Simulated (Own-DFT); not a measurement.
## Calculated data, Hf36O71 (tetragonal hafnia with one neutral oxygen vacancy, atoms displaced)

A calculation, not a measurement: plane-wave PBE and HSE06 DFT by an unreviewed code, no spin, of a simulated cell at Gamma alone, so results move with cell size and shape, stress positive in tension, energies less offsets, not probed for a lower state with spin; hafnium file: forces about 75 meV/angstrom off all-electron values; oxygen file: force components 24 meV/angstrom off all-electron in a glass; k mesh not checked against a denser one; forces and stress are PBE's, HSE06 gives the energy alone, and its difference from PBE has offsets of its own; offsets are fitted by least squares, one for each functional and potential file, so energies compare only between cells with the same atoms and settings and are not formation energies; the far tail of each file's local potential was reset to the Coulomb form; each entry is a single point on an unrelaxed cell, so the pressure reflects the starting lattice, taken from the Materials Project, from which strain is counted, and rises with the displacements; printed positions are rounded, which can move forces by about a meV/angstrom; the program is a retired in-house code; no spin-orbit coupling. Program: Own-DFT development build.

Common to all runs: first functional PBE; second functional HSE06; exact exchange share 0.25; screening 0.11 1/bohr; exchange divergence Gygi-Baldereschi; potential files PseudoDojo norm-conserving, scalar-relativistic, made for PBE, standard set; wave cutoff 48 hartree; occupations fixed; k mesh 1 x 1 x 1 centred on Gamma.

(1) Hf36O71 (tetragonal hafnia with one neutral oxygen vacancy, atoms displaced)

```
CELL_PARAMETERS angstrom
10.78000 0.00000 0.00000
0.00000 10.78000 0.00000
0.00000 0.00000 10.44930
ATOMIC_POSITIONS crystal
Hf 0.00397 0.00386 0.99557
Hf 0.16350 0.16211 0.23858
O 0.97701 0.15219 0.16259
O 0.14809 0.00615 0.34661
O 0.01412 0.14872 0.40702
O 0.16164 0.01413 0.09892
Hf 0.00050 0.99938 0.50631
Hf 0.16597 0.15963 0.75732
O 0.01026 0.17109 0.63754
O 0.16669 0.01287 0.83767
O 0.99873 0.16283 0.89097
O 0.17585 0.00254 0.59193
Hf 0.02124 0.31328 0.01436
Hf 0.16451 0.50175 0.25847
O 0.01401 0.50096 0.16657
O 0.15560 0.32922 0.34943
O 0.00043 0.49069 0.40586
O 0.16725 0.32202 0.08850
Hf 0.99776 0.33707 0.49562
Hf 0.16275 0.50714 0.74354
O 0.00095 0.50646 0.65014
O 0.16257 0.33975 0.84574
O 0.00716 0.49246 0.89604
O 0.16972 0.32234 0.59431
Hf 0.99887 0.66455 0.99653
Hf 0.17456 0.83800 0.24694
O 0.99586 0.83035 0.16769
O 0.15738 0.65168 0.36298
O 0.99741 0.82909 0.41904
O 0.15724 0.67972 0.10560
Hf 0.99306 0.66598 0.49431
Hf 0.16435 0.84224 0.75017
O 0.98021 0.84075 0.64895
O 0.15794 0.67138 0.83772
O 0.99625 0.82814 0.89274
O 0.15902 0.65812 0.60639
Hf 0.34554 0.00543 0.00692
Hf 0.50972 0.17735 0.25018
O 0.34149 0.16181 0.15909
O 0.49555 0.00109 0.33658
O 0.34095 0.15558 0.39789
O 0.49028 0.01197 0.08892
Hf 0.33277 0.00268 0.49598
Hf 0.50040 0.17429 0.74027
O 0.32373 0.16770 0.66876
O 0.48701 0.00478 0.84558
O 0.32359 0.16649 0.90684
O 0.50682 0.00488 0.58671
Hf 0.32545 0.33339 0.00563
Hf 0.49992 0.48923 0.24679
O 0.32113 0.50603 0.14095
O 0.51052 0.32799 0.34474
O 0.34794 0.50126 0.39115
O 0.49566 0.33522 0.10666
Hf 0.32323 0.33990 0.49332
Hf 0.50021 0.51109 0.73868
O 0.33763 0.50900 0.64566
O 0.48783 0.34145 0.84622
O 0.33040 0.49686 0.88391
O 0.49941 0.32005 0.60902
Hf 0.33740 0.66409 0.99215
Hf 0.50310 0.84234 0.24694
O 0.32921 0.82592 0.14856
O 0.49513 0.66795 0.35009
O 0.33455 0.82703 0.40020
O 0.50963 0.66322 0.09817
Hf 0.33267 0.68401 0.49844
Hf 0.50609 0.82476 0.76484
O 0.32871 0.82730 0.65680
O 0.49340 0.66207 0.85457
O 0.33116 0.83620 0.90171
O 0.49594 0.66183 0.59815
Hf 0.66700 0.99391 0.01222
Hf 0.84720 0.19089 0.24724
O 0.67747 0.16588 0.13798
O 0.82456 0.00030 0.34588
O 0.65772 0.16410 0.40390
O 0.84194 0.99725 0.09738
Hf 0.66460 0.99823 0.50255
Hf 0.84724 0.17763 0.75286
O 0.68181 0.16604 0.66550
O 0.83599 0.00369 0.84086
O 0.66119 0.16330 0.90663
O 0.83323 0.01179 0.58809
Hf 0.66550 0.34133 0.99384
Hf 0.82751 0.48781 0.25455
O 0.65326 0.50554 0.15316
O 0.82385 0.34532 0.33587
O 0.66738 0.50224 0.41457
O 0.82951 0.32832 0.09367
Hf 0.67356 0.33022 0.50322
Hf 0.82988 0.48186 0.75170
O 0.65387 0.48979 0.65453
O 0.83790 0.33783 0.84569
O 0.67545 0.50529 0.90075
Hf 0.66658 0.67052 0.00014
Hf 0.83127 0.84237 0.25168
O 0.67761 0.82367 0.14996
O 0.83561 0.66642 0.35276
O 0.66685 0.82506 0.40456
O 0.82302 0.67939 0.11226
Hf 0.67203 0.67237 0.49760
Hf 0.83851 0.82437 0.73580
O 0.66099 0.82776 0.66264
O 0.84351 0.66627 0.84513
O 0.66618 0.82413 0.89261
O 0.82571 0.67052 0.60242
```

| Quantity | Value |
| --- | --- |
| PBE energy of cell above offsets | -82.833 eV |
| HSE06 less PBE above offsets | 0.823 eV |
| PBE pressure | 6.85 GPa |
| PBE stress xx | -7.5 GPa |
| PBE stress yy | -6.29 GPa |
| PBE stress zz | -6.76 GPa |
| PBE stress yz | 1.77 GPa |
| PBE stress xz | 1.2 GPa |
| PBE stress xy | 0.56 GPa |

Force:
```csv
element,x (eV/Å),y (eV/Å),z (eV/Å)
Hf,-2.747,-3.184,-1.095
Hf,1.251,-1.337,3.327
O,10.1,0.217,-5.752
O,2.419,-1.979,-1.297
O,-2.096,5.376,-2.162
O,0.749,-0.268,-0.198
Hf,-0.473,-0.957,-0.174
Hf,0.254,6.273,-3.162
O,-1.797,0.066,1.898
O,-0.843,-6.164,3.208
O,0.512,0.994,2.236
O,-1.429,-1.01,0.845
Hf,-7.278,3.585,-6.616
Hf,2.113,1.016,0.648
O,-3.495,-1.196,-2
O,1.038,-0.224,-1.144
O,-0.925,1.229,-0.817
O,2.648,-1.039,5.024
Hf,1.924,-2.538,2.606
Hf,1.23,-0.226,0.645
O,-2.175,-1.75,-0.515
O,-0.183,-1.932,1.048
O,-0.504,0.192,2.21
O,-0.644,1.878,-0.883
Hf,-0.943,-0.166,-0.104
Hf,-2.984,-1.584,0.609
O,1.909,0.77,-0.765
O,0.792,2.338,-0.552
O,0.478,1.177,-1.442
O,1.123,-0.269,-1.097
Hf,0.266,-1.065,1.302
Hf,-0.124,-1.622,-0.404
O,6.643,0.494,-1.738
O,0.545,0.313,1.672
O,1.035,1.941,1.572
O,0.351,1.638,-1.594
Hf,-4.566,-0.151,-4.311
Hf,0.71,-2.043,-0.738
O,-1.862,0.737,-0.325
O,0.559,-0.509,0.034
O,-0.762,2.546,0.38
O,5.914,-1.398,3.16
Hf,1.061,-0.161,0.856
Hf,0.376,0.158,1.955
O,2.237,-0.623,-1.922
O,0.402,-1.152,-0.124
O,-0.038,0.721,1.385
O,-2.493,0.378,0.983
Hf,4.177,1.074,-4.192
Hf,-2.234,2.523,0.939
O,0.587,-0.691,0.03
O,-0.177,1.756,1.52
O,-1.225,-1.186,0.723
O,0.198,-0.112,-0.863
Hf,1.346,-0.376,1.347
Hf,-3.099,-1.79,1.381
O,-1.29,-1.327,-1.008
O,1.305,-0.834,0.743
O,-0.605,1.028,2.378
O,-0.054,0.282,-2.789
Hf,-0.728,-0.792,0.544
Hf,0.165,-3.453,0.544
O,1.786,1.185,0.116
O,0.344,0.8,-1.082
O,-0.935,4.271,-2.024
O,-2.541,0.822,-0.406
Hf,-0.031,-5.062,2.669
Hf,-1.245,1.885,-1.055
O,0.857,0.089,-0.645
O,0.095,0.4,0.337
O,-0.401,-0.259,0.578
O,1.177,1,0.142
Hf,2.08,1.778,-2.576
Hf,-9.993,-4.444,3.671
O,-0.881,-0.221,2.196
O,0.041,1.474,-0.173
O,0.489,0.805,0.334
O,-1.095,-0.847,-1.043
Hf,2.689,0.19,-1.107
Hf,-0.763,-3.639,-1.32
O,-1.103,1.164,-1.382
O,0.124,-0.235,0.235
O,-0.082,0.96,0.215
O,-0.675,-0.496,0.588
Hf,-1.523,-2.01,-0.263
Hf,0.106,9.676,-3.897
O,3.466,-1.426,-0.15
O,0.253,-4.918,5.288
O,0.303,-1.308,-1.235
O,1.805,1.179,0.624
Hf,-1.96,0.009,1.339
Hf,0.616,5.659,-1.435
O,3.91,-0.861,-0.898
O,-0.59,-2.593,1.625
O,-0.003,-0.532,0
Hf,1.779,-0.615,0.503
Hf,1.56,-1.294,0.8
O,-3.899,2.721,-0.388
O,0.026,-1.039,0.06
O,-0.498,2.728,-0.96
O,1.941,-2.127,-2.243
Hf,-1.446,-1.409,0.806
Hf,-4.3,0.369,4.708
O,0.2,0.54,-2.014
O,-0.143,-1.146,0.268
O,-0.86,1.635,1.646
O,0.673,-0.444,-0.415
```

(2) Hf36O71 (tetragonal hafnia with one neutral oxygen vacancy, atoms displaced)

```
CELL_PARAMETERS angstrom
10.78000 0.00000 0.00000
0.00000 10.78000 0.00000
0.00000 0.00000 10.44930
ATOMIC_POSITIONS crystal
Hf 0.00210 0.00412 0.00983
Hf 0.15563 0.17425 0.24569
O 0.00250 0.15309 0.16373
O 0.16763 0.99704 0.35394
O 0.00402 0.17816 0.40046
O 0.17041 0.99340 0.09741
Hf 0.98261 0.99777 0.49063
Hf 0.16394 0.16923 0.74608
O 0.17906 0.00193 0.85478
O 0.00044 0.16969 0.89887
O 0.15769 0.00132 0.60601
Hf 0.00490 0.32686 0.99712
Hf 0.17259 0.48864 0.24742
O 0.99477 0.49836 0.14762
O 0.14964 0.32638 0.34451
O 0.98936 0.49589 0.40199
O 0.16490 0.32972 0.09377
Hf 0.99284 0.32707 0.49703
Hf 0.16476 0.50893 0.74750
O 0.99390 0.49763 0.65649
O 0.16380 0.32358 0.84125
O 0.99567 0.50220 0.90712
O 0.18045 0.33150 0.59491
Hf 0.00268 0.66588 0.99517
Hf 0.15816 0.84286 0.24176
O 0.99355 0.83162 0.14615
O 0.17328 0.66522 0.35245
O 0.98573 0.83597 0.40472
O 0.16282 0.66790 0.10746
Hf 0.00125 0.67072 0.49936
Hf 0.17833 0.83199 0.74149
O 0.99787 0.83019 0.64885
O 0.17062 0.67058 0.85077
O 0.00745 0.83686 0.91004
O 0.17557 0.65768 0.59704
Hf 0.33468 0.01010 0.99712
Hf 0.50470 0.16470 0.25050
O 0.33773 0.16786 0.16759
O 0.50326 0.01004 0.35537
O 0.33677 0.17833 0.40685
O 0.48478 0.99814 0.08539
Hf 0.34092 0.00274 0.49658
Hf 0.48666 0.17262 0.75174
O 0.32957 0.17200 0.65701
O 0.49540 0.99722 0.85864
O 0.32754 0.16469 0.89792
O 0.52314 0.99538 0.60038
Hf 0.33451 0.33250 0.99696
Hf 0.50172 0.49750 0.25372
O 0.33620 0.50078 0.15653
O 0.50881 0.32490 0.34442
O 0.32036 0.49139 0.40925
O 0.50471 0.33880 0.11049
Hf 0.33918 0.34409 0.51476
Hf 0.50106 0.49489 0.73849
O 0.33091 0.51442 0.65366
O 0.49118 0.33731 0.83517
O 0.33647 0.50059 0.88863
O 0.51184 0.33191 0.59485
Hf 0.33400 0.66110 0.00068
Hf 0.50086 0.84488 0.24566
O 0.32987 0.84562 0.14929
O 0.49222 0.66433 0.35241
O 0.34740 0.83558 0.39898
O 0.49612 0.66770 0.07887
Hf 0.32475 0.66005 0.50989
Hf 0.50789 0.83980 0.75707
O 0.33125 0.82390 0.65193
O 0.49411 0.66938 0.84149
O 0.33356 0.83942 0.90525
O 0.50169 0.66058 0.60532
Hf 0.67888 0.00083 0.01699
Hf 0.83214 0.15686 0.23297
O 0.66904 0.16483 0.14413
O 0.83962 0.00371 0.33066
O 0.66226 0.17869 0.39999
O 0.83876 0.99110 0.11823
Hf 0.67671 0.00191 0.49474
Hf 0.81829 0.14983 0.75684
O 0.66655 0.18594 0.65703
O 0.82784 0.00187 0.84266
O 0.65404 0.16609 0.90694
O 0.83360 0.01002 0.59571
Hf 0.66910 0.32679 0.99089
Hf 0.82445 0.49148 0.26187
O 0.66250 0.49069 0.15150
O 0.83252 0.34623 0.33370
O 0.65106 0.49462 0.39858
O 0.82914 0.34191 0.09067
Hf 0.66452 0.33608 0.49424
Hf 0.84210 0.49315 0.74544
O 0.67865 0.50172 0.65921
O 0.84360 0.33406 0.84633
O 0.67071 0.49921 0.90559
O 0.82859 0.32199 0.60127
Hf 0.66827 0.67471 0.99860
Hf 0.82518 0.83145 0.24047
O 0.67173 0.83860 0.15075
O 0.82257 0.67010 0.35223
O 0.66505 0.82801 0.39896
O 0.82853 0.67286 0.08602
Hf 0.66617 0.67539 0.49443
Hf 0.84254 0.82418 0.74012
O 0.66871 0.81976 0.64388
O 0.83750 0.66531 0.84294
O 0.66043 0.82942 0.90896
O 0.83104 0.67086 0.60239
```

| Property | Result |
| --- | --- |
| PBE energy of cell above offsets | -87.242 eV |
| HSE06 less PBE above offsets | 0.598 eV |
| PBE pressure | 5.62 GPa |
| PBE stress xx | -6.33 GPa |
| PBE stress yy | -4.69 GPa |
| PBE stress zz | -5.83 GPa |
| PBE stress yz | 1.42 GPa |
| PBE stress xz | -0.52 GPa |
| PBE stress xy | 0.03 GPa |

Force:
```csv
element,x (eV/Å),y (eV/Å),z (eV/Å)
Hf,2.25,-1.911,-2.377
Hf,4.908,-1.406,2.947
O,-2.305,0.184,-3.279
O,-0.394,0.864,-0.517
O,-1.388,-3.712,-0.237
O,-1.947,0.889,0.572
Hf,4.494,1.858,0.719
Hf,-1.574,-2.489,-0.548
O,-1.283,0.091,-1.37
O,-0.196,-2.277,0.981
O,0.553,-0.083,-1.183
Hf,-2.539,3.368,-1.073
Hf,-2.25,2.401,0.583
O,0.843,-0.202,1.136
O,0.677,1.708,-0.434
O,0.504,1.511,1.06
O,1.238,-0.342,0.537
Hf,0.473,2.037,1.881
Hf,-0.139,-1.322,1.143
O,3.6,0.454,-1.834
O,0.045,3.114,1.067
O,1.304,-1.135,-0.976
O,-3.228,0.344,0.696
Hf,-0.494,0.008,1.48
Hf,2.02,-1.783,0.335
O,0.334,0.532,0.987
O,-0.853,0.578,-0.007
O,0.363,-1.06,-0.774
O,0.698,-0.231,-1.042
Hf,-0.848,-1.42,-0.861
Hf,-1.435,2.544,2.945
O,1.663,-0.28,-0.67
O,-0.533,-0.746,-0.657
O,-0.799,0.924,-0.836
O,-5.325,0.477,2.199
Hf,-2.68,-2.892,-1.202
Hf,-1.349,2.257,0.231
O,-1.456,0.184,-1.69
O,0.476,-1.573,-0.724
O,-0.048,-1.179,1.016
O,6.333,-0.114,3.644
Hf,-1.145,0.078,-0.453
Hf,2.407,-1.89,0.116
O,1.154,-0.829,-0.794
O,0.251,1.527,-1.862
O,1.114,2.791,0.425
O,-2.196,0.431,0.057
Hf,1.259,0.539,0.148
Hf,1.397,-0.451,-0.258
O,-0.75,-0.342,-1.077
O,-0.791,1.596,0.481
O,0.299,0.535,-0.98
O,-1.234,-1.198,-2.842
Hf,0.628,-2.53,-2.062
Hf,2.052,3.814,1.031
O,0.425,-1.602,-0.461
O,-0.181,-1.223,1.875
O,-0.933,-1.071,1.753
O,-2.612,1.004,1.183
Hf,-0.936,1.76,-1.188
Hf,-3.411,-1.755,1.118
O,0.584,-1.009,1.282
O,0.678,0.583,-1.493
O,-0.119,0.957,0.97
O,1.215,0.53,2.486
Hf,4.994,1.433,-3.627
Hf,-0.624,-1.656,0.034
O,1.977,0.871,-0.908
O,0.16,-0.492,-0.143
O,-0.182,-1.371,-0.368
O,-0.04,-0.238,-1.668
Hf,-3.234,-0.565,-3.115
Hf,-0.626,3.765,2.37
O,0.068,-1.315,-0.076
O,-0.7,-0.607,3.405
O,1.734,-3.325,-0.564
O,-0.494,1.635,-3.239
Hf,-2.567,0.378,-0.169
Hf,1.604,6.26,-2.557
O,-1.404,-1.85,0.318
O,-0.288,-3.993,3.072
O,0.765,-1.712,-0.682
O,-0.897,-0.168,0.486
Hf,0.07,4.191,1.389
Hf,0.691,6.523,-4.993
O,0.151,1.248,0.876
O,0.059,-8.112,3.623
O,0.913,1.648,0.507
O,1.156,-2.102,0.079
Hf,1.436,0.178,1.223
Hf,-3.041,0.08,2.434
O,-1.61,-0.411,-1.19
O,-0.807,-1.803,0.296
O,-0.653,-0.162,-0.112
O,1.528,0.619,-1.808
Hf,-0.723,-4.084,-1.091
Hf,3.056,-2.929,2.069
O,-2.839,0.733,-0.807
O,0.318,-0.518,-0.399
O,0.019,3.635,-1.282
O,0.965,0.673,1.384
Hf,-0.951,-2.569,1.936
Hf,-1.838,-1.417,1.611
O,0.84,1.275,0.863
O,0.283,0.865,-0.106
O,0.396,2.956,-1.075
O,1.455,0.018,-1.326
```
